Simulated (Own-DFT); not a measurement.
Simulation results for InP (zincblende, strained, atoms displaced)

All values are calculated (Own-DFT development build). A calculation, not a measurement: plane-wave PBE density functional theory by an unreviewed code, no spin, of a simulated periodic cell, stress positive in tension, free energy of the whole cell less one offset for each atom, forces on such cells moved up to 12 meV/angstrom on a denser k mesh; offsets are fitted by least squares, one for each functional and potential file, so energies compare only between cells with the same atoms and settings and are not formation energies; the far tail of each file's local potential was reset to the Coulomb form; each entry is a single point on an unrelaxed cell, so the pressure reflects the starting lattice, mostly measured values (interpolated for alloys), from which strain is counted, and rises with the displacements; printed positions are rounded, which can move forces by about a meV/angstrom; the program, named Own-DFT, is a retired in-house code; no spin-orbit coupling; before rounding, a Quantum ESPRESSO 7.3.1 run of the same cell and cutoff gave forces within 1 meV/angstrom rms on each cell, which checks the program and not the settings.

Settings shared by all entries: functional PBE; potential files PseudoDojo norm-conserving, scalar-relativistic, standard set; wave cutoff 36 hartree; occupations Fermi-Dirac; smearing width 0.1 eV; k mesh 3 x 3 x 3 centred on Gamma.

(1) 
```xyz
64
Lattice="11.3066 0.0000 0.0000 0.0000 11.3066 0.0000 0.0000 0.0000 12.1251" Properties=species:S:1:pos:R:3:force_x:R:1:force_y:R:1:force_z:R:1 formula=InP free_energy_of_cell_above_offsets=-27.215 pressure=7.48 stress_xx=-8.48 stress_yy=-8.33 stress_zz=-5.63 stress_yz=0.09 stress_xz=-0.74 stress_xy=0.47
In    11.2133    11.2719     0.1429      0.944     -0.474     -0.539
In     0.0049     2.7352     3.0916      0.198       0.66     -0.556
In     2.9509    11.2251     2.8762     -1.106      0.586      2.326
In     2.7218     2.9303    12.0995      0.067     -0.548      0.266
P      1.4472     1.3167     1.5406     -0.253      0.862     -0.289
P      1.5368     4.2758     4.3985     -1.181     -0.665      1.425
P      4.0777     1.4372     4.6675      1.765     -1.111     -2.133
P      4.1522     4.3394     1.4918      -0.11     -0.954      0.276
In    11.1920     0.0658     6.1884      1.676       0.23     -0.558
In    11.2519     2.8779     9.0964      0.389      0.094      0.696
In     2.7359    11.2970     8.9906      0.969     -0.485      0.807
In     2.7734     2.7291     6.1249     -0.283      2.125     -1.036
P      1.4868     1.5645     7.6764     -2.102     -1.136     -0.008
P      1.3619     4.3478    10.6210     -0.112     -0.109     -0.269
P      4.1360     1.3890    10.6662      0.582     -0.176     -0.379
P      4.1267     4.2257     7.5095      1.452     -0.047      0.755
In     0.0175     5.7805     0.0262     -1.331     -0.893     -0.338
In    11.2450     8.4675     3.0482      0.784      0.453      0.399
In     2.8035     5.8156     2.9705      0.173     -1.118     -0.064
In     2.8146     8.5528    12.0987     -0.556     -1.736      0.129
P      1.3146     7.0587     1.6062      0.453       1.36     -1.213
P      1.3544     9.8710     4.5676       0.43      0.781     -0.052
P      4.1792     6.9413     4.5410      1.099      1.355      0.415
P      4.1590     9.8265     1.4345      2.106     -0.635      0.788
In    11.1796     5.6188     6.0203      2.018     -0.995      0.413
In     0.1176     8.4001     9.1084     -0.298      0.542     -0.752
In     2.8476     5.6821     9.0853      0.855     -0.343      0.973
In     2.8558     8.4454     6.0370      -1.13     -0.672     -0.631
P      1.4776     6.9565     7.5998     -0.748      0.685     -1.182
P      1.4883     9.8377    10.6025     -1.446      1.098     -0.174
P      4.3389     7.1462    10.6858     -1.077     -1.126      0.172
P      4.1889     9.8220     7.4689       0.48      1.212      0.689
In     5.6391    11.2693     0.0757      0.128      0.093     -0.995
In     5.6245     2.7598     2.8580     -1.198       0.93      1.603
In     8.4092     0.0227     3.0992      0.631     -0.936       0.19
In     8.4375     2.7733    12.0157      0.431     -0.067      0.934
P      7.0708     1.3328     1.6193      0.221      0.209      -1.75
P      6.9656     4.2677     4.5130      0.746     -1.115      -0.27
P      9.8688     1.3472     4.5648      -0.04      0.655      0.204
P      9.8134     4.2047     1.5538      0.713     -0.192     -0.387
In     5.6675    11.2975     6.0185      0.113      0.234      0.127
In     5.7066     2.6627     9.0462     -1.003      1.454      0.866
In     8.4837    11.1338     9.1280      0.472      1.078     -0.078
In     8.5028     2.8538     6.0682     -0.194       0.54     -0.384
P      7.1661     1.4209     7.5924      0.054     -1.215     -0.393
P      7.0891     4.2725    10.6800     -0.595      0.091     -1.344
P     10.0017     1.3567    10.6499     -0.894     -0.228     -0.576
P      9.8676     4.3063     7.6742      0.018     -0.899     -1.284
In     5.6333     5.6557     0.0987     -0.261     -0.697      -1.54
In     5.6902     8.4487     3.0773     -0.749      -0.89     -0.921
In     8.4380     5.6659     3.0525      1.232     -0.386      1.173
In     8.4591     8.5653     0.0118      0.058     -1.929     -0.119
P      7.0735     6.8470     1.5121      0.409      2.946      0.195
P      7.0798     9.7960     4.5219      0.216      0.325      0.885
P     10.0247     7.1771     4.6778     -1.045     -1.246     -1.822
P      9.8410     9.7955     1.5919     -0.462      0.913     -0.009
In     5.6974     5.6394     6.0399     -0.487       0.07      1.086
In     5.4798     8.5274     9.1036      1.101     -0.235     -0.786
In     8.5885     5.7806     9.0686     -2.276     -2.918     -0.224
In     8.5470     8.3470     6.0598     -1.462      0.852      1.001
P      7.1280     6.9915     7.7096     -1.782      1.361     -1.576
P      7.0755     9.7697    10.5662     -1.043      0.934      0.498
P      9.8552     7.0071    10.3862      2.065      2.586      4.027
P      9.8670     9.8994     7.4966      0.176     -1.137      1.313
```

Units: free_energy_of_cell_above_offsets in eV; pressure, stress_xx, stress_yy, stress_zz, stress_yz, stress_xz, stress_xy in GPa; force_x, force_y, force_z in eV/Å.

(2) 
```xyz
64
Lattice="11.3066 0.0000 0.0000 0.0000 11.3066 0.0000 0.0000 0.0000 12.1251" Properties=species:S:1:pos:R:3:force_x:R:1:force_y:R:1:force_z:R:1 formula=InP free_energy_of_cell_above_offsets=-25.287 pressure=7.88 stress_xx=-8.97 stress_yy=-8.79 stress_zz=-5.89 stress_yz=-0.63 stress_xz=-0.92 stress_xy=-0.54
In    11.2945    11.3009    12.0908      0.554     -0.775     -0.437
In    11.2516     2.8443     3.0143     -0.136     -1.064     -0.903
In     2.8786    11.2682     2.9901     -0.001     -0.035      0.447
In     2.7811     2.8205     0.0945     -0.189     -0.522     -0.875
P      1.3689     1.2046     1.4465      0.714      1.863      1.289
P      1.2395     4.1441     4.5897      1.028     -0.005      0.344
P      4.3689     1.4018     4.5347     -2.065     -0.552      0.123
P      4.3544     4.1337     1.4238     -0.548      0.909      1.188
In     0.0734    11.2322     6.0005     -0.563      1.419      1.694
In    11.2492     2.7670     9.0193      0.138     -0.146      0.897
In     2.7735    11.2244     9.0158      1.745     -0.985      1.555
In     2.8385     2.7698     6.0033     -0.773     -0.598      -0.12
P      1.4702     1.3145     7.7291     -1.183        1.2     -2.305
P      1.3427     4.2462    10.6148      1.043     -1.454     -0.684
P      4.3233     1.4384    10.5464     -2.554     -1.671      1.265
P      4.1005     4.1349     7.5339      1.102      0.907      1.225
In     0.0519     5.5745    12.0540     -0.763      1.345      1.473
In    11.2235     8.5160     2.9014       0.45     -0.057      0.873
In     2.6928     5.5254     3.1259      0.862      0.064     -0.679
In     2.7061     8.4895    12.0813      1.301     -0.337       1.28
P      1.4236     7.1195     1.6008      0.051     -1.015      -0.85
P      1.3139     9.9366     4.5375      1.594     -1.601      -1.16
P      4.1582     7.0542     4.5459      0.814     -1.558     -0.142
P      4.3027     9.9125     1.4811      0.212     -0.527     -0.502
In    11.2625     5.6801     6.0558      0.897       0.32      0.592
In     0.0206     8.5882     9.0287     -0.636     -1.044     -0.054
In     2.8511     5.6743     9.2228     -0.247     -0.956     -0.977
In     2.9612     8.5088     6.0189     -2.322     -0.812     -0.423
P      1.4674     7.0098     7.6489     -0.152      0.829     -0.908
P      1.3894     9.8379    10.6558     -0.339      1.008     -0.981
P      4.2120     7.0682    10.6305      0.429      0.785      0.076
P      4.2220     9.8335     7.4414       1.44       1.14      2.157
In     5.7466     0.1314    12.0638     -0.816     -1.099      0.037
In     5.6396     2.8034     3.1548      1.006       0.43     -2.003
In     8.6595    11.1653     2.8895      -2.98      2.503       2.99
In     8.5276     2.8168    11.9589      -0.86      1.399      1.984
P      7.1135     1.4223     1.3989      0.785      0.529      1.678
P      7.0518     4.2246     4.5896     -0.122      0.776     -0.741
P      9.9690     1.3559     4.5812     -1.022      0.341     -0.491
P      9.8900     4.2793     1.5176     -0.527     -0.084     -0.097
In     5.6747     0.0264     6.0136      0.104      0.448       1.71
In     5.5966     2.7561     9.2047      1.748      1.735     -2.295
In     8.4113    11.1566     9.2133      0.426      1.791     -0.703
In     8.3954     2.8630     6.0165       2.27      0.067     -0.174
P      7.1825     1.5009     7.4785     -1.421     -1.526      2.143
P      7.1129     4.2673    10.6008     -1.032      0.702     -0.297
P      9.9095     1.3854    10.7892      0.199     -0.649     -3.067
P      9.9853     4.2699     7.5657     -1.489     -0.218     -0.087
In     5.6380     5.8775     0.1061     -1.798     -2.944     -2.413
In     5.6401     8.3169     3.0286      0.299      0.686     -0.366
In     8.5491     5.7199     3.2372      -2.38     -2.309     -2.985
In     8.5108     8.6046    12.1242      0.001     -1.606     -0.033
P      7.0855     6.9188     1.3987      2.923      2.574      3.091
P      6.9593     9.9033     4.6424      1.568     -1.015     -2.174
P      9.9550     6.9495     4.4230      1.425      3.348       2.34
P      9.8999     9.9873     1.4650      1.259     -2.081      -1.68
In     5.7292     5.5694     6.1877     -1.117      0.609     -0.092
In     5.7589     8.5510     9.2482      -3.21     -2.704     -3.758
In     8.4258     5.7284     9.0209      0.279     -0.378      0.024
In     8.5585     8.5891     6.0799      -0.12     -0.658     -1.405
P      7.1081     7.2153     7.4907     -0.596      -0.63      0.772
P      6.9964     9.7500    10.5662      1.891      2.904      3.171
P      9.8701     7.0155    10.6204      0.293      1.027      -0.19
P      9.8224    10.0067     7.5421      1.115     -0.045      0.631
```

Units: free_energy_of_cell_above_offsets in eV; pressure, stress_xx, stress_yy, stress_zz, stress_yz, stress_xz, stress_xy in GPa; force_x, force_y, force_z in eV/Å.

(3) 
```xyz
64
Lattice="11.3066 0.0000 0.0000 0.0000 11.3066 0.0000 0.0000 0.0000 12.2113" Properties=species:S:1:pos:R:3:force_x:R:1:force_y:R:1:force_z:R:1 formula=InP free_energy_of_cell_above_offsets=-32.569 pressure=5.92 stress_xx=-7.08 stress_yy=-7.05 stress_zz=-3.63 stress_yz=-0.13 stress_xz=0.09 stress_xy=0.04
In    11.2518     0.0242    12.1969      0.303     -0.092      0.083
In     0.0152     2.8532     3.0631     -0.449     -0.698     -0.231
In     2.8458    11.3042     3.1136     -0.623     -0.218     -0.517
In     2.8690     2.8043    12.1817     -0.316       0.13       0.08
P      1.4132     1.4343     1.5024      0.043     -0.348      0.257
P      1.3869     4.1878     4.5682      0.281      0.712      0.529
P      4.2274     1.3918     4.5890       0.31      0.619     -0.141
P      4.1838     4.2278     1.5609      0.059      0.156     -0.106
In    11.2815    11.2942     6.1591      0.425        0.3     -0.744
In    11.2872     2.8446     9.1623      0.714     -0.033      0.066
In     2.8298     0.0006     9.1371      0.031      0.236      0.025
In     2.8630     2.8562     6.1062     -0.212     -0.201     -0.246
P      1.4576     1.3970     7.5700     -0.344      0.427      0.681
P      1.4507     4.3149    10.7284     -0.314     -0.884     -0.338
P      4.2634     1.3826    10.6885     -0.206      0.184     -0.421
P      4.2528     4.2507     7.5888      0.314     -0.012      0.342
In    11.2753     5.6431     0.0017      0.268      0.244      0.213
In    11.2442     8.4268     3.0208      0.681      0.491      0.085
In     2.7790     5.6714     3.0728      0.277     -0.219      0.343
In     2.7991     8.4735    12.2040     -0.181      0.253     -0.087
P      1.4298     7.0469     1.5434     -0.478       0.18     -0.314
P      1.3887     9.8707     4.6210     -0.253     -0.013     -0.486
P      4.2496     7.0843     4.5884     -0.189      0.023     -0.222
P      4.1995     9.8847     1.5219      0.339     -0.033      0.189
In    11.3005     5.6650     6.1276      0.471     -0.002     -0.105
In     0.0481     8.4887     9.1577     -0.733      0.034      -0.11
In     2.8413     5.5995     9.1423     -0.047      0.473     -0.164
In     2.8586     8.5083     6.1213     -0.323     -0.263     -0.299
P      1.4342     7.1042     7.6405      0.111     -0.479      -0.16
P      1.4042     9.9342    10.6319      -0.05     -0.013       0.72
P      4.1878     7.0480    10.7084      0.531     -0.017     -0.216
P      4.2098     9.8886     7.6279      0.749      0.254      0.071
In     5.6321    11.2959    12.1911      0.228     -0.117      0.591
In     5.6390     2.8610     3.0346      -0.09     -0.534     -0.046
In     8.4814    11.2468     3.0993      0.157      0.537     -0.596
In     8.4919     2.7707     0.0269     -0.467      0.663      -0.04
P      7.0794     1.4164     1.5277     -0.268     -0.459      0.334
P      7.0354     4.2208     4.5525      0.343       0.32      0.208
P      9.8543     1.3939     4.6218      0.705     -0.091     -0.677
P      9.9107     4.2133     1.4974     -0.169      0.062      0.371
In     5.6480     0.0269     6.0807      0.066     -0.304      0.393
In     5.6590     2.8102     9.1602     -0.037      0.564      0.315
In     8.4947     0.0488     9.1451     -0.277     -0.354     -0.013
In     8.4501     2.7770     6.0546     -0.058      0.628      0.559
P      7.0464     1.4373     7.6461      0.074     -0.213     -0.257
P      7.0560     4.2830    10.7492      0.144     -0.537     -0.416
P      9.8365     1.4543    10.6828      0.597     -0.214     -0.248
P      9.9202     4.2420     7.6152     -0.654     -0.217     -0.049
In     5.6318     5.6300     0.0587     -0.187      0.343      0.007
In     5.7010     8.4477     3.0425     -0.385      0.361     -0.069
In     8.5482     5.6387     3.0869      -0.41     -0.066     -0.339
In     8.4591     8.5378    12.1615      0.085     -0.731      0.301
P      7.0902     7.0733     1.5307      0.356     -0.257     -0.113
P      7.0717     9.9092     4.5718      -0.23      -0.64      0.578
P      9.9141     7.0800     4.5974     -0.153     -0.273      0.128
P      9.8624     9.8583     1.5068      0.196      0.373       0.13
In     5.6625     5.6898     6.0734      0.042     -0.297      0.009
In     5.6424     8.4543     9.1292      -0.01      0.034      0.426
In     8.4705     5.6572     9.1526      0.473     -0.551       0.53
In     8.5061     8.4463     6.1328     -0.542      0.168     -0.065
P      7.0817     6.9824     7.6668      -0.22      0.832     -0.528
P      7.0832     9.9098    10.6974     -0.422      0.142     -0.842
P      9.8941     7.0538    10.7060     -0.014      0.375     -0.396
P      9.8677     9.9457     7.5809      -0.06      -0.74      1.036
```

Units: free_energy_of_cell_above_offsets in eV; pressure, stress_xx, stress_yy, stress_zz, stress_yz, stress_xz, stress_xy in GPa; force_x, force_y, force_z in eV/Å.

(4) 
```xyz
64
Lattice="11.3066 0.0000 0.0000 0.0000 11.3066 0.0000 0.0000 0.0000 12.2113" Properties=species:S:1:pos:R:3:force_x:R:1:force_y:R:1:force_z:R:1 formula=InP free_energy_of_cell_above_offsets=-32.415 pressure=5.95 stress_xx=-7.09 stress_yy=-7.09 stress_zz=-3.67 stress_yz=0.27 stress_xz=0.12 stress_xy=0.19
In    11.2806     0.0423    12.2039      0.335     -0.627      0.277
In    11.2855     2.8411     3.0858     -0.129     -0.205      -0.54
In     2.8240     0.0070     3.0489     -0.331      0.282      0.542
In     2.8152     2.8000     0.0121      0.109      0.311     -0.149
P      1.3950     1.4190     1.5194     -0.125      0.021      0.389
P      1.3780     4.2253     4.5445      0.544      0.318      0.688
P      4.2995     1.3956     4.5808     -0.461      0.226     -0.119
P      4.2150     4.2767     1.5350      0.184      -0.26     -0.367
In     0.0095    11.2438     6.1180      0.331      0.976     -0.224
In    11.2830     2.8344     9.1497      0.521     -0.011       0.34
In     2.7871    11.2880     9.1610      0.319      0.068      0.217
In     2.8462     2.8000     6.1257     -0.266     -0.055     -0.718
P      1.4485     1.4320     7.6639     -0.523     -0.224     -0.314
P      1.4119     4.2772    10.7016      0.094     -0.297     -0.274
P      4.2295     1.4210    10.6734      0.182      0.006     -0.152
P      4.2656     4.1903     7.5954      -0.23      0.293      0.502
In    11.2854     5.6390     0.0232       0.21      0.283     -0.132
In     0.0203     8.4711     3.0682     -0.043      0.384      0.081
In     2.8037     5.6584     3.0252     -0.184      0.063      0.259
In     2.8090     8.4577    12.1944     -0.053      0.528      0.792
P      1.3878     7.1015     1.5348      0.094     -0.301     -0.194
P      1.4511     9.8528     4.6436     -0.493      0.688     -1.077
P      4.2419     7.0741     4.5403     -0.421     -0.483       0.83
P      4.1911     9.9543     1.5575       0.64     -0.938     -0.515
In    11.2807     5.6776     6.1119      0.074     -0.295     -0.306
In    11.2733     8.4816     9.1568      0.597     -0.326      0.473
In     2.8829     5.6478     9.1383     -0.444     -0.308     -0.163
In     2.7761     8.4813     6.0854      0.994      -0.48       0.83
P      1.3992     7.0362     7.6279      0.152      0.157       0.19
P      1.4283     9.8788    10.7149     -0.577      0.146     -0.208
P      4.1415     7.1025    10.6826      1.309     -0.262     -0.177
P      4.2448     9.9032     7.6727      0.179     -0.192     -0.542
In     5.6625    11.2910    12.1841     -0.386       0.29      0.276
In     5.6484     2.8601     3.0356     -0.145      -0.31      -0.29
In     8.4474    11.2462     3.0433      0.335      1.001     -0.116
In     8.5072     2.8037    12.1905      0.103      -0.12      0.319
P      7.0538     1.4210     1.4948      0.116     -0.112      0.219
P      7.1053     4.1795     4.5145     -0.135      0.716      0.846
P      9.9063     1.4253     4.5933     -0.294     -0.592       0.06
P      9.8909     4.2521     1.5134     -0.248     -0.161      0.344
In     5.7164     0.0187     6.0923     -0.662     -0.375      0.329
In     5.6875     2.8406     9.1254      -0.03     -0.089        0.7
In     8.5007    11.2725     9.1582      -0.02      -0.03     -0.131
In     8.4676     2.8186     6.1466      -0.02     -0.215     -0.576
P      7.0585     1.3979     7.6308      0.405     -0.088      0.359
P      7.1243     4.2412    10.7227     -0.507      -0.01     -0.468
P      9.9211     1.3810    10.6748     -0.376      0.337     -0.299
P      9.9120     4.1772     7.5981     -0.192      0.693      0.244
In     5.6527     5.6670    12.1866     -0.254      0.067      -0.03
In     5.6240     8.3990     3.0574      0.163      1.122     -0.313
In     8.4616     5.7082     3.0499      0.407      -0.77      0.175
In     8.4723     8.4580     0.0452      0.268     -0.087     -0.064
P      7.0707     7.0393     1.5711     -0.397      0.292     -0.717
P      7.0719     9.9352     4.5664     -0.485      -0.78     -0.055
P      9.8833     7.0835     4.5531      0.005     -0.032      0.342
P      9.8900     9.8974     1.5547      0.285     -0.123     -0.282
In     5.6109     5.6291     6.1389      0.875      0.414     -0.555
In     5.7140     8.5101     9.2006     -0.731     -0.053      0.062
In     8.5078     5.6267     9.1563      0.143      -0.16      -0.13
In     8.4665     8.5189     6.0595      0.126     -0.167       0.51
P      7.1017     7.1047     7.7202     -0.113     -0.357      -1.01
P      7.0869     9.8831    10.7373      0.281      0.053     -0.185
P      9.8845     7.0447    10.6808      0.018      0.213      0.231
P      9.9811     9.8792     7.6297     -1.125     -0.054     -0.031
```

Units: free_energy_of_cell_above_offsets in eV; pressure, stress_xx, stress_yy, stress_zz, stress_yz, stress_xz, stress_xy in GPa; force_x, force_y, force_z in eV/Å.
